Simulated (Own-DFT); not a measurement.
# Computed records: SiC (4H silicon carbide, atoms displaced)

A calculation, not a measurement: plane-wave PBE density functional theory by an unreviewed code, no spin, of a simulated periodic cell, stress positive in tension, free energy of the whole cell less one offset for each atom, forces on such cells passed a denser k mesh, this cell's mesh not checked; offsets are fitted by least squares, one for each functional and potential file, so energies compare only between cells with the same atoms and settings and are not formation energies; the far tail of each file's local potential was reset to the Coulomb form; each entry is a single point on an unrelaxed cell, so the pressure reflects the starting lattice, mostly measured values (interpolated for alloys), from which strain is counted, and rises with the displacements; printed positions are rounded, which can move forces by about a meV/angstrom; the program, named Own-DFT, is a retired in-house code; no spin-orbit coupling. Program: Own-DFT development build.

Settings shared by all entries: functional PBE; potential files PseudoDojo norm-conserving, scalar-relativistic, standard set; wave cutoff 42 hartree; occupations Fermi-Dirac; smearing width 0.1 eV; hardware one NVIDIA H100; k mesh 4 x 4 x 3 centred on Gamma.

(1) SiC (4H silicon carbide, atoms displaced)

```
SiC
1.0
      9.2481     0.0000     0.0000
     -4.6241     8.0091     0.0000
      0.0000     0.0000    10.0681
Si C Si C Si C Si C Si C Si C Si C Si C Si C Si C Si C Si C Si C Si C Si C Si C Si C Si C
2 2 2 2 2 2 2 2 2 2 2 2 2 2 2 2 2 2 2 2 2 2 2 2 2 2 2 2 2 2 2 2 2 2 2 2
Direct
  0.00709 0.00420 0.40849
  0.11156 0.21780 0.15316
  0.00617 0.00517 0.08435
  0.11048 0.22558 0.34226
  0.99705 0.32669 0.39816
  0.12106 0.56277 0.16041
  0.00670 0.33802 0.09072
  0.11018 0.55406 0.33950
  0.00133 0.67616 0.40644
  0.10086 0.88066 0.16274
  0.01532 0.67516 0.09167
  0.13069 0.89532 0.34860
  0.33844 0.00859 0.40722
  0.43974 0.21550 0.15760
  0.33755 0.99422 0.09616
  0.44653 0.22918 0.34185
  0.32417 0.32459 0.40729
  0.44036 0.54919 0.15736
  0.34213 0.34084 0.09170
  0.45039 0.56803 0.33418
  0.34548 0.66278 0.41080
  0.47332 0.89976 0.15779
  0.33560 0.66905 0.10087
  0.46891 0.90129 0.34007
  0.67102 0.00177 0.40466
  0.77768 0.23039 0.14437
  0.66345 0.99574 0.09850
  0.77773 0.22116 0.34189
  0.66293 0.33381 0.40540
  0.77392 0.54911 0.16498
  0.66910 0.33026 0.10042
  0.78592 0.54684 0.34721
  0.67427 0.67296 0.40849
  0.77400 0.88263 0.14638
  0.67031 0.67089 0.11382
  0.79224 0.90125 0.34152
  0.99944 0.99654 0.90186
  0.89226 0.77720 0.65342
  0.99652 0.97802 0.59428
  0.89421 0.78681 0.83713
  0.99844 0.66840 0.91404
  0.88996 0.44851 0.65820
  0.00209 0.66988 0.60427
  0.88584 0.44437 0.84111
  0.98786 0.32503 0.90814
  0.90108 0.12528 0.65982
  0.99942 0.33599 0.59331
  0.88910 0.10989 0.83717
  0.67364 0.02005 0.90935
  0.56515 0.78375 0.65855
  0.68073 0.01511 0.59546
  0.54840 0.78611 0.85351
  0.66349 0.66216 0.89696
  0.54630 0.43011 0.65882
  0.67152 0.67964 0.59298
  0.55914 0.44566 0.83998
  0.66958 0.33333 0.90363
  0.55034 0.09799 0.65623
  0.66504 0.33983 0.58840
  0.56097 0.11719 0.85011
  0.33521 0.99934 0.90956
  0.21725 0.77372 0.65754
  0.32731 0.99879 0.59301
  0.21870 0.77347 0.85092
  0.33106 0.66362 0.90332
  0.22913 0.45170 0.65274
  0.34415 0.66268 0.59382
  0.21769 0.45043 0.84787
  0.32857 0.32598 0.90063
  0.22979 0.12275 0.66286
  0.33265 0.33632 0.59448
  0.21838 0.11054 0.84745
```

* free energy of cell above offsets: -4.361 eV
* pressure: 5.85 GPa
* stress xx: -5.26 GPa
* stress yy: -6.14 GPa
* stress zz: -6.14 GPa
* stress yz: -0.45 GPa
* stress xz: 0.16 GPa
* stress xy: -1.1 GPa
* wall time: 357.8 s

Force:
```tsv
element	x (eV/Å)	y (eV/Å)	z (eV/Å)
Si	0.065	-0.537	-0.005
Si	-0.06	1.366	-0.287
C	-0.564	-1.588	1.422
C	1.078	-1.207	-0.156
Si	-1.473	1.822	1.186
Si	-0.181	-0.348	-1.131
C	-0.727	-0.575	0.52
C	0.49	0.673	2.436
Si	2.252	-1.678	0.974
Si	2.057	2.186	-1.155
C	-2.212	-2.123	1.694
C	-3.452	-0.811	-1.027
Si	2.955	-0.166	-0.228
Si	0.273	0.362	-0.847
C	-0.635	0.535	0.343
C	-0.587	-0.676	0.683
Si	0.853	2.522	-0.782
Si	-0.181	2.131	-0.907
C	-0.291	-2.427	-0.415
C	1.849	-2.553	3.045
Si	-2.56	1.701	-1.718
Si	-6.926	-4.027	1.304
C	1.289	0.396	-1.516
C	-3.363	-1.942	1.546
Si	1.869	1.482	0.908
Si	3.111	-1.862	3.437
C	4.801	4.173	-3.628
C	-0.554	0.426	-0.608
Si	1.669	-0.82	0.174
Si	0.965	1.233	-1.162
C	-2.626	1.318	-2.311
C	-1.931	2.208	0.29
Si	-0.234	-0.082	-1.238
Si	1.105	3.133	2.293
C	0.325	-3.218	-3.648
C	0.006	-1.426	-0.231
Si	-0.645	0.826	0.086
Si	-0.91	-1.804	1.227
C	-0.34	6.488	-0.61
C	-0.353	-2.301	1.475
Si	0.085	0.051	-2.074
Si	-0.412	-0.725	-1.087
C	0.134	-1.111	-2.439
C	0.243	0.202	1.394
Si	1.587	1.91	-0.819
Si	0.001	-2.338	-1.963
C	1.083	1.013	-0.763
C	0.01	0.306	2.451
Si	1.105	-3.517	0.112
Si	-0.863	1.058	0.65
C	-0.217	-1.831	-0.287
C	2.372	0.03	-1.601
Si	-0.312	2.144	1.784
Si	0.696	2.948	-1.384
C	0.98	-2.388	0.391
C	-0.736	-1.278	0.861
Si	-0.851	1.036	1.006
Si	-0.271	2.355	-0.117
C	0.773	-1.557	1.311
C	-1.547	-0.501	-1.562
Si	-0.123	-0.509	0.5
Si	1.366	0.623	0.681
C	1.117	0.21	0.845
C	-0.04	0.922	-1.418
Si	-0.618	0.914	2.509
Si	-1.393	-1.175	1.56
C	-1.427	2	0.151
C	1.057	-2.259	-1.461
Si	-0.486	2.445	1.498
Si	-0.684	-2.901	-1.189
C	-0.152	-0.668	-0.318
C	1.313	-0.223	-0.654
```

(2) SiC (4H silicon carbide, atoms displaced)

```
SiC
1.0
      9.2481     0.0000     0.0000
     -4.6241     8.0091     0.0000
      0.0000     0.0000    10.0681
Si C Si C Si C Si C Si C Si C Si C Si C Si C Si C Si C Si C Si C Si C Si C Si C Si C Si C
2 2 2 2 2 2 2 2 2 2 2 2 2 2 2 2 2 2 2 2 2 2 2 2 2 2 2 2 2 2 2 2 2 2 2 2
Direct
  0.00396 0.99110 0.39909
  0.10971 0.22552 0.15673
  0.99522 0.99679 0.09797
  0.11250 0.21985 0.34269
  0.99361 0.33232 0.40865
  0.13052 0.55667 0.15789
  0.98806 0.33768 0.09488
  0.10754 0.56256 0.34447
  0.99518 0.67466 0.39770
  0.11634 0.89258 0.15707
  0.99574 0.65925 0.08458
  0.11677 0.88478 0.33375
  0.33549 0.01586 0.40592
  0.44612 0.22293 0.15325
  0.32617 0.00738 0.09029
  0.43551 0.21218 0.34437
  0.32666 0.33081 0.39923
  0.44243 0.55192 0.14704
  0.33736 0.33643 0.09357
  0.43981 0.55055 0.34288
  0.32196 0.66162 0.40857
  0.45143 0.90259 0.15539
  0.33647 0.67519 0.09152
  0.44797 0.88228 0.34187
  0.67407 0.00517 0.41118
  0.77999 0.22486 0.16135
  0.67509 0.01018 0.08924
  0.77928 0.22040 0.33745
  0.66124 0.33466 0.41118
  0.75881 0.54125 0.15560
  0.67569 0.33743 0.08714
  0.77852 0.55366 0.34772
  0.66962 0.67361 0.41080
  0.77804 0.89367 0.16107
  0.65747 0.65893 0.08581
  0.77835 0.87991 0.35209
  0.00263 0.01899 0.90097
  0.89604 0.77818 0.65156
  0.99193 0.99005 0.59303
  0.89094 0.77763 0.84977
  0.00540 0.67124 0.91158
  0.88009 0.44518 0.66414
  0.00656 0.66909 0.60263
  0.89068 0.43915 0.84564
  0.00473 0.33146 0.91312
  0.89458 0.10941 0.65151
  0.99648 0.34011 0.59552
  0.88594 0.11184 0.84307
  0.66621 0.00423 0.90060
  0.56434 0.79085 0.65682
  0.65934 0.99147 0.58432
  0.58229 0.78415 0.83861
  0.66149 0.66576 0.90684
  0.55347 0.43262 0.65128
  0.67800 0.67499 0.59291
  0.56840 0.43770 0.83647
  0.66884 0.33797 0.90447
  0.54706 0.11031 0.65211
  0.66773 0.32443 0.58173
  0.55591 0.11714 0.84270
  0.33826 0.01623 0.90772
  0.22824 0.78277 0.65738
  0.33536 0.00017 0.59281
  0.21822 0.77542 0.83378
  0.32796 0.67013 0.91614
  0.21691 0.44959 0.65678
  0.33914 0.66893 0.60327
  0.22453 0.44467 0.84510
  0.33701 0.33188 0.90561
  0.21618 0.09789 0.65768
  0.33204 0.33408 0.58893
  0.21726 0.10826 0.84988
```

- free energy of cell above offsets: -4.637 eV
- pressure: 5.66 GPa
- stress xx: -3.63 GPa
- stress yy: -5.14 GPa
- stress zz: -8.21 GPa
- stress yz: 1.77 GPa
- stress xz: -0.72 GPa
- stress xy: -0.41 GPa
- wall time: 346 s

Force:
```tsv
element	x (eV/Å)	y (eV/Å)	z (eV/Å)
Si	-0.89	1.064	0.749
Si	-0.294	-0.82	-0.423
C	0.328	1.418	-0.704
C	-1.591	-0.325	0.267
Si	0.905	0.865	-0.455
Si	-4.685	0.038	0.014
C	3.833	0.105	0.398
C	0.583	-1.426	-0.051
Si	1.945	-1.601	2.057
Si	-1.69	-1.858	-2.666
C	0.65	0.89	4.227
C	-0.567	1.477	2.333
Si	1.8	-5.507	0.476
Si	0.199	0.507	0.369
C	2.356	-0.189	0.34
C	0.547	4.476	-1.58
Si	0.902	0.644	1.381
Si	-0.266	1.454	2.074
C	-0.748	-1.029	-0.599
C	-0.044	0.856	-0.529
Si	1.839	0.776	0.397
Si	0.021	-0.752	0.197
C	1.427	0.297	1.145
C	-0.966	1.694	0.582
Si	-0.691	-1.487	-2.966
Si	-0.84	-0.109	-1.898
C	-0.808	-0.806	0.456
C	-0.975	0.215	2.574
Si	0.968	-0.55	-3.542
Si	2.047	3.077	-0.055
C	-1.675	-2.277	1.344
C	-1.857	-0.175	-1.131
Si	-0.54	-3.037	-0.118
Si	0.038	-1.314	-0.791
C	0.321	0.99	2.081
C	-0.467	2.755	-1.982
Si	0.603	-4.608	2.105
Si	-0.87	-1.112	2.738
C	1.687	1.707	-1.164
C	-0.337	0.91	-0.995
Si	-0.94	-0.518	-2.752
Si	1.527	0.18	-1.095
C	-0.52	-0.275	-2.574
C	-0.325	0.673	0.537
Si	-1.23	0.537	-1.599
Si	-1.786	0.704	0.469
C	0.375	-1.176	-0.335
C	-0.187	1.35	-0.933
Si	0.69	-0.586	0.64
Si	0.922	-3.317	-0.113
C	0.197	3.147	2.835
C	-4.956	1.007	0.566
Si	3.74	-0.624	-1.281
Si	-0.627	1.98	-0.455
C	-0.999	-1.737	0.412
C	-3.772	1.301	0.381
Si	2.539	-0.741	0.215
Si	2.251	-0.002	0.499
C	-0.871	0.644	3.705
C	0.078	-0.557	-0.511
Si	0.386	-2.916	-0.722
Si	0.138	-1.239	-1.017
C	-1.234	-0.237	-0.527
C	1.002	1.579	3.582
Si	1.064	0.177	-4.021
Si	1.489	-0.639	0.179
C	-0.573	0.493	-1.628
C	0.221	0.175	0.884
Si	0.161	0.729	-0.803
Si	-0.852	2.19	-0.199
C	-0.39	-1.033	0.696
C	0.283	1.499	-1.686
```

(3) SiC (4H silicon carbide, atoms displaced)

```
SiC
1.0
      9.2481     0.0000     0.0000
     -4.6241     8.0091     0.0000
      0.0000     0.0000    10.0681
Si C Si C Si C Si C Si C Si C Si C Si C Si C Si C Si C Si C Si C Si C Si C Si C Si C Si C
2 2 2 2 2 2 2 2 2 2 2 2 2 2 2 2 2 2 2 2 2 2 2 2 2 2 2 2 2 2 2 2 2 2 2 2
Direct
  0.99612 0.99394 0.41375
  0.11297 0.22368 0.15210
  0.00869 0.00047 0.08301
  0.11661 0.23592 0.32958
  0.00747 0.32433 0.40365
  0.10326 0.54736 0.15205
  0.01416 0.34451 0.09870
  0.12761 0.56770 0.34926
  0.00615 0.66371 0.40574
  0.11117 0.89618 0.14980
  0.98865 0.65469 0.09725
  0.11337 0.88891 0.33159
  0.32052 0.99017 0.42027
  0.43986 0.22285 0.16571
  0.34631 0.01351 0.09783
  0.44081 0.20824 0.35079
  0.32477 0.33273 0.40247
  0.45292 0.56184 0.15480
  0.34227 0.33198 0.09392
  0.44576 0.55809 0.35280
  0.33451 0.66945 0.40293
  0.44644 0.89517 0.15573
  0.33208 0.67247 0.09217
  0.43822 0.88312 0.34449
  0.67653 0.00690 0.41200
  0.76853 0.22524 0.15401
  0.66785 0.00074 0.09286
  0.77761 0.22569 0.33847
  0.66363 0.32969 0.41697
  0.77221 0.54115 0.16179
  0.67382 0.34855 0.09729
  0.77843 0.55996 0.34531
  0.66709 0.67940 0.41486
  0.76942 0.87835 0.15491
  0.66504 0.66598 0.09831
  0.77553 0.88694 0.34882
  0.99465 0.98720 0.90575
  0.89742 0.77423 0.65940
  0.00242 0.99014 0.58277
  0.89601 0.77623 0.83735
  0.00093 0.66695 0.90237
  0.88988 0.46666 0.65653
  0.99087 0.67523 0.58802
  0.88411 0.44467 0.84883
  0.01001 0.34346 0.90754
  0.88841 0.11730 0.65521
  0.01308 0.34104 0.58791
  0.88875 0.10642 0.84335
  0.67096 0.00526 0.90858
  0.55050 0.77280 0.64782
  0.66658 0.99946 0.60196
  0.56046 0.78184 0.83501
  0.67143 0.66955 0.90928
  0.56719 0.46034 0.64507
  0.66119 0.66572 0.59097
  0.55357 0.43157 0.85187
  0.66440 0.33094 0.90529
  0.56075 0.12428 0.66078
  0.67393 0.33290 0.59173
  0.56383 0.10860 0.84368
  0.33738 0.99846 0.90549
  0.23697 0.78290 0.65754
  0.34357 0.99732 0.58812
  0.23378 0.77637 0.84588
  0.32695 0.66542 0.89654
  0.20390 0.43015 0.65713
  0.33804 0.66815 0.59398
  0.23010 0.45849 0.84802
  0.33901 0.34496 0.90540
  0.21489 0.11536 0.64116
  0.33399 0.34328 0.58435
  0.22481 0.11587 0.84228
```

- free energy of cell above offsets: -2.496 eV
- pressure: 6.72 GPa
- stress xx: -5.32 GPa
- stress yy: -6.69 GPa
- stress zz: -8.15 GPa
- stress yz: -0.95 GPa
- stress xz: -1.14 GPa
- stress xy: 0.89 GPa
- wall time: 343.3 s

Force:
```tsv
element	x (eV/Å)	y (eV/Å)	z (eV/Å)
Si	0.656	0.209	-5.503
Si	0.835	-0.016	-1.49
C	-2.584	0.051	2.007
C	1.064	-3.272	2.166
Si	-3.083	2.975	-0.632
Si	1.17	4.252	2.128
C	-1.693	-3.817	-2.129
C	-2.543	-3.275	-1.362
Si	-1.435	0.689	-1.798
Si	2.214	-1.841	0.413
C	0.543	2.134	-1.445
C	-1.118	-0.071	3.031
Si	1.63	0.256	-5.802
Si	1.727	0.433	-0.322
C	-1.096	-1.759	-1.689
C	-1.145	1.69	0.496
Si	2.208	0.683	-0.54
Si	-2.419	-0.954	1.161
C	-2.031	1.225	-0.037
C	0.527	0.009	-1.846
Si	1.615	0.393	1.08
Si	-0.107	-1.107	0.821
C	0.532	-0.65	-0.697
C	0.972	1.995	0.34
Si	-2.197	-0.687	-0.884
Si	2.114	0.022	0.251
C	0.096	0.349	0.251
C	0.817	-0.084	1.744
Si	0.062	0.683	-3.814
Si	-0.621	5.118	1.168
C	-0.719	-5.512	-1.913
C	-0.035	-0.878	1.37
Si	1.065	-2.745	-2.536
Si	0.917	2.368	0.853
C	1.566	-0.334	-1.294
C	0.259	1.634	-0.961
Si	0.599	2.856	-1.705
Si	-4.014	2.015	-0.992
C	-1.791	1.039	3.866
C	-0.895	-0.561	1.451
Si	0.863	-0.337	1.932
Si	1.955	-2.888	0.296
C	4.576	-0.906	0.083
C	1.203	0.405	-1.615
Si	-0.622	-1.571	0.429
Si	0.726	-0.896	0.384
C	-4.593	-2.34	-0.105
C	0.629	1.459	0.303
Si	0.824	-1.645	-0.961
Si	0.615	1.298	2.091
C	-0.079	1.038	-1.625
C	0.081	-0.714	1.522
Si	-0.764	-0.856	-0.848
Si	-1.057	-4.001	2.252
C	1.758	2.422	1.257
C	-0.723	3.288	-2.643
Si	0.591	-0.488	1.409
Si	0.945	-2.361	-0.503
C	-1.084	1.664	1.918
C	-1.855	1.032	0.43
Si	-0.444	1.443	0.463
Si	-1.101	-0.447	-0.195
C	-1.66	1.117	4.233
C	-4.082	1.414	-1.301
Si	4.044	1.992	3.268
Si	4.668	4.2	0.895
C	-1.603	-1.466	-0.471
C	-0.255	-3.566	-1.876
Si	0.105	-2.224	0.533
Si	2.706	0.341	2.55
C	0.221	-1.267	1.569
C	-0.251	-0.655	-0.881
```

(4) SiC (4H silicon carbide, atoms displaced)

```
SiC
1.0
      9.2481     0.0000     0.0000
     -4.6241     8.0091     0.0000
      0.0000     0.0000    10.0681
Si C Si C Si C Si C Si C Si C Si C Si C Si C Si C Si C Si C Si C Si C Si C Si C Si C Si C
2 2 2 2 2 2 2 2 2 2 2 2 2 2 2 2 2 2 2 2 2 2 2 2 2 2 2 2 2 2 2 2 2 2 2 2
Direct
  0.99546 0.99344 0.40425
  0.10470 0.22272 0.16043
  0.01325 0.99384 0.09359
  0.11364 0.22511 0.35680
  0.00016 0.33459 0.40666
  0.09864 0.55491 0.15814
  0.01519 0.33754 0.10540
  0.10116 0.54891 0.33999
  0.97553 0.65769 0.41614
  0.10780 0.89016 0.15469
  0.99802 0.67265 0.10531
  0.10781 0.87851 0.33930
  0.33385 0.00076 0.39541
  0.44588 0.21432 0.15154
  0.34059 0.99764 0.08837
  0.43987 0.22568 0.35033
  0.33572 0.32477 0.40377
  0.42753 0.53992 0.15109
  0.33128 0.32833 0.09853
  0.45897 0.56628 0.33982
  0.32840 0.66619 0.40424
  0.44175 0.89392 0.15619
  0.33105 0.66145 0.09518
  0.43576 0.87957 0.34258
  0.67270 0.99629 0.40924
  0.76726 0.21629 0.15557
  0.66635 0.00142 0.08827
  0.78205 0.22352 0.34821
  0.67179 0.34302 0.40089
  0.78937 0.56648 0.15835
  0.67251 0.33281 0.08256
  0.77650 0.54930 0.34847
  0.65269 0.65226 0.41273
  0.77360 0.88302 0.16709
  0.65609 0.65377 0.09981
  0.78820 0.88933 0.34437
  0.98806 0.98884 0.89844
  0.88802 0.77993 0.66227
  0.99477 0.00694 0.59307
  0.89240 0.77634 0.85154
  0.99864 0.65689 0.90118
  0.89122 0.45657 0.64788
  0.00821 0.66514 0.59271
  0.88883 0.44602 0.83837
  0.99998 0.33884 0.90033
  0.88276 0.09278 0.64604
  0.99630 0.32476 0.59956
  0.88491 0.09984 0.85283
  0.65651 0.00614 0.91233
  0.56209 0.77684 0.65315
  0.67511 0.00114 0.59552
  0.54002 0.78247 0.84412
  0.65839 0.66336 0.90562
  0.55250 0.44690 0.65655
  0.67638 0.67096 0.59967
  0.54466 0.43916 0.84285
  0.66315 0.31605 0.90023
  0.54912 0.11895 0.65810
  0.65641 0.32848 0.59935
  0.54894 0.10252 0.83470
  0.33307 0.00149 0.91243
  0.22977 0.77539 0.65097
  0.32744 0.99119 0.60026
  0.22679 0.77337 0.83925
  0.31089 0.66161 0.90213
  0.21897 0.44367 0.65281
  0.34300 0.67388 0.58767
  0.22683 0.44604 0.84199
  0.32896 0.33335 0.90898
  0.21575 0.11658 0.66298
  0.32654 0.32182 0.59418
  0.23288 0.10931 0.84348
```

* free energy of cell above offsets: -2.611 eV
* pressure: 6.36 GPa
* stress xx: -6.84 GPa
* stress yy: -6.68 GPa
* stress zz: -5.56 GPa
* stress yz: 0.27 GPa
* stress xz: -2.18 GPa
* stress xy: 1.47 GPa
* wall time: 354.7 s

Force:
```tsv
element	x (eV/Å)	y (eV/Å)	z (eV/Å)
Si	2.252	1.701	0.489
Si	3.021	-1.913	0.868
C	-4.968	2.029	-0.96
C	-0.098	-1.121	-2.156
Si	0.465	-0.071	0.938
Si	2.419	0.317	0.298
C	-4.484	-0.007	-3.091
C	-0.112	1.098	2.077
Si	5.039	1.969	-2.015
Si	2.703	-0.723	1.156
C	1.608	-0.537	-3.287
C	-0.808	0.893	1.326
Si	-0.387	-1.105	2.807
Si	-0.62	1.926	0.596
C	-2.091	0.201	1.615
C	3.774	-1.627	-2.908
Si	-3.159	2.634	1.574
Si	1.544	2.511	1.24
C	-0.144	-1.604	-0.899
C	-3.634	-2.941	0.19
Si	0.212	-1.249	-0.792
Si	2.417	-2.634	0.027
C	-1.994	0.798	-0.635
C	1.159	2.305	-0.284
Si	-1.35	0.318	-0.334
Si	2.402	1.061	0.537
C	-0.107	-0.609	2.996
C	-1.512	-0.906	-0.898
Si	-0.046	-4.133	2.155
Si	-2.618	-2.401	-0.41
C	-0.672	0.23	2.042
C	-2.571	1.302	-1.314
Si	2.684	2.71	-0.34
Si	0.626	-0.194	-3.429
C	0.217	1.375	-0.82
C	-2.401	-1.537	1.264
Si	2.329	2.077	2.861
Si	1.787	0.574	-0.041
C	4.37	-3.349	-0.742
C	-0.886	-1.947	-1.651
Si	-0.413	1.891	1.468
Si	0.683	-4.053	1.501
C	-1.864	1.774	0.704
C	-0.399	-1.125	0.08
Si	1.534	-1.898	1.071
Si	-2.433	4.497	3.948
C	-1.007	1.146	-1.077
C	-1.833	1.702	-1.825
Si	2.625	-2.061	-2.602
Si	-1.63	1.072	1.539
C	-2.878	-1.028	-1.039
C	1.957	-0.833	0.071
Si	-0.498	0.276	0.798
Si	-0.311	-1.197	0.654
C	-1.043	-1.429	-1.088
C	1.583	0.427	0.423
Si	-1.426	2.742	-0.58
Si	1.34	-2.786	-1.683
C	0.929	2.757	-1.879
C	-0.437	0.937	2.43
Si	0.649	-1.268	-2.9
Si	-0.369	0.388	0.699
C	-0.771	1.935	-1.992
C	-4.236	1.581	-0.12
Si	5.236	-0.661	2.166
Si	0.738	-0.088	-0.012
C	0.069	-1.767	0.316
C	-1.471	-0.647	-0.322
Si	0.463	-0.694	0.019
Si	1.788	-2.188	-0.984
C	0.09	2.886	-0.713
C	-3.029	0.29	0.879
```

(5) SiC (4H silicon carbide, atoms displaced)

```
SiC
1.0
      9.2481     0.0000     0.0000
     -4.6241     8.0091     0.0000
      0.0000     0.0000    10.0681
Si C Si C Si C Si C Si C Si C Si C Si C Si C Si C Si C Si C Si C Si C Si C Si C Si C Si C
2 2 2 2 2 2 2 2 2 2 2 2 2 2 2 2 2 2 2 2 2 2 2 2 2 2 2 2 2 2 2 2 2 2 2 2
Direct
  0.00216 0.99072 0.40913
  0.12399 0.22164 0.15254
  0.99070 0.00045 0.09108
  0.11835 0.21448 0.35138
  0.99299 0.33186 0.40814
  0.10178 0.55066 0.15457
  0.99569 0.33011 0.09708
  0.10424 0.54524 0.35046
  0.00303 0.67101 0.41086
  0.10213 0.89818 0.16247
  0.00824 0.66820 0.10219
  0.11277 0.88634 0.33173
  0.31775 0.98929 0.40717
  0.44215 0.21994 0.15334
  0.32439 0.99306 0.10052
  0.45078 0.22664 0.33778
  0.32092 0.32594 0.40220
  0.44621 0.54585 0.14840
  0.34164 0.34003 0.09891
  0.43547 0.53729 0.33911
  0.33157 0.66383 0.41103
  0.43697 0.88122 0.16387
  0.32669 0.66964 0.10776
  0.43507 0.88216 0.33989
  0.66272 0.00134 0.40748
  0.78253 0.22673 0.16060
  0.66629 0.99125 0.10069
  0.77351 0.22171 0.35349
  0.66839 0.32554 0.39474
  0.78531 0.55321 0.15625
  0.67609 0.32980 0.10037
  0.78801 0.56562 0.34577
  0.65643 0.66119 0.41118
  0.75912 0.87111 0.15661
  0.67122 0.67355 0.09215
  0.77508 0.87555 0.33112
  0.01126 0.00261 0.89526
  0.87686 0.77489 0.66203
  0.00903 0.00166 0.59782
  0.88063 0.78230 0.83984
  0.00012 0.66402 0.89830
  0.89128 0.43866 0.65049
  0.99582 0.67011 0.59428
  0.88849 0.45639 0.84262
  0.02424 0.35315 0.91536
  0.89499 0.10665 0.64958
  0.00652 0.33044 0.58872
  0.90081 0.11341 0.85134
  0.65665 0.00027 0.90560
  0.55209 0.78112 0.64993
  0.68121 0.01385 0.59340
  0.56285 0.78733 0.83834
  0.66852 0.66056 0.90936
  0.55555 0.43100 0.65816
  0.65335 0.65873 0.59413
  0.54956 0.43796 0.84083
  0.66285 0.32502 0.90874
  0.55342 0.10393 0.65552
  0.65184 0.31909 0.58788
  0.55784 0.12190 0.84685
  0.34146 0.00487 0.90811
  0.22320 0.77679 0.64997
  0.34283 0.00538 0.59940
  0.22809 0.77446 0.84516
  0.34475 0.68071 0.92049
  0.21873 0.43759 0.66150
  0.33749 0.67287 0.59223
  0.21062 0.43784 0.84524
  0.33490 0.34260 0.90357
  0.21300 0.10923 0.64558
  0.32960 0.33132 0.58461
  0.22646 0.11498 0.84611
```

* free energy of cell above offsets: -2.966 eV
* pressure: 6.11 GPa
* stress xx: -5.79 GPa
* stress yy: -6.24 GPa
* stress zz: -6.31 GPa
* stress yz: -0.82 GPa
* stress xz: -0.31 GPa
* stress xy: -1.33 GPa
* wall time: 368.7 s

Force:
```tsv
element	x (eV/Å)	y (eV/Å)	z (eV/Å)
Si	-1.222	0.198	-1.378
Si	-2.74	-0.867	1.439
C	1.013	-0.277	-0.177
C	-4.221	-1.45	-2.338
Si	2.05	-0.734	-0.473
Si	1.384	0.1	2.233
C	1.905	0.812	0.296
C	-0.063	1.738	-0.757
Si	0.106	-1.049	-1.28
Si	1.13	-1.355	-4.236
C	-2.348	0.83	-2.38
C	-0.826	-0.341	5.166
Si	2.681	2.388	-0.528
Si	1.373	-0.517	0.799
C	0.5	1.177	-1.36
C	-1.329	-1.611	0.842
Si	3.976	1.249	0.699
Si	-1.155	3.604	2.832
C	-0.024	-2.288	-3.199
C	-0.33	2.683	0.339
Si	0.265	-1.208	-2.128
Si	0.184	2.042	-1.395
C	1.858	-2.183	-2.146
C	0.502	0.487	3.294
Si	0.649	-1.314	-1.145
Si	0.761	-2.857	0.341
C	-2.582	1.226	-0.986
C	2.509	-1.205	-2.367
Si	-3.09	2.829	2.29
Si	-0.608	1.036	0.727
C	-2.522	0.499	-1.632
C	-1.036	-1.824	-0.038
Si	0.918	-0.878	-1.788
Si	1.815	4.233	-0.923
C	0.487	-4.643	-1.039
C	-0.859	1.306	4.71
Si	-2.025	-0.382	2.608
Si	0.743	-0.283	-1.769
C	-2.873	-3.153	-2.047
C	2.158	-0.861	1.38
Si	-0.27	2.536	1.865
Si	-1.389	0.14	0.58
C	0.542	-0.221	0.379
C	1.057	-3.173	-0.482
Si	-6.106	-4.679	-0.048
Si	-0.279	1.782	2.783
C	-0.97	0.008	1.254
C	-2.184	1.09	-1.65
Si	3.27	0.941	1.111
Si	1.127	0.243	1.243
C	-1.079	-2.664	-0.402
C	-0.539	-1.715	1.11
Si	-1.193	1.259	-1.343
Si	-1.968	0.858	-1.53
C	0.919	0.559	0.58
C	0.819	0.831	1.401
Si	0.627	3.344	0.597
Si	0.741	1.891	0.528
C	2.323	1.195	0.052
C	0.776	-2.763	-1.182
Si	-1.779	-1.164	0.436
Si	-0.506	0.407	1.789
C	-2.583	-2	-1.728
C	-0.947	1.074	-0.59
Si	-0.194	-1.088	-1.73
Si	0.556	1.155	-1.578
C	-0.57	-1.505	0.526
C	4.997	3.931	-0.759
Si	0.056	-1.922	0.456
Si	4.278	2.066	2.874
C	0.35	0.044	2.203
C	1.001	0.383	-1.231
```
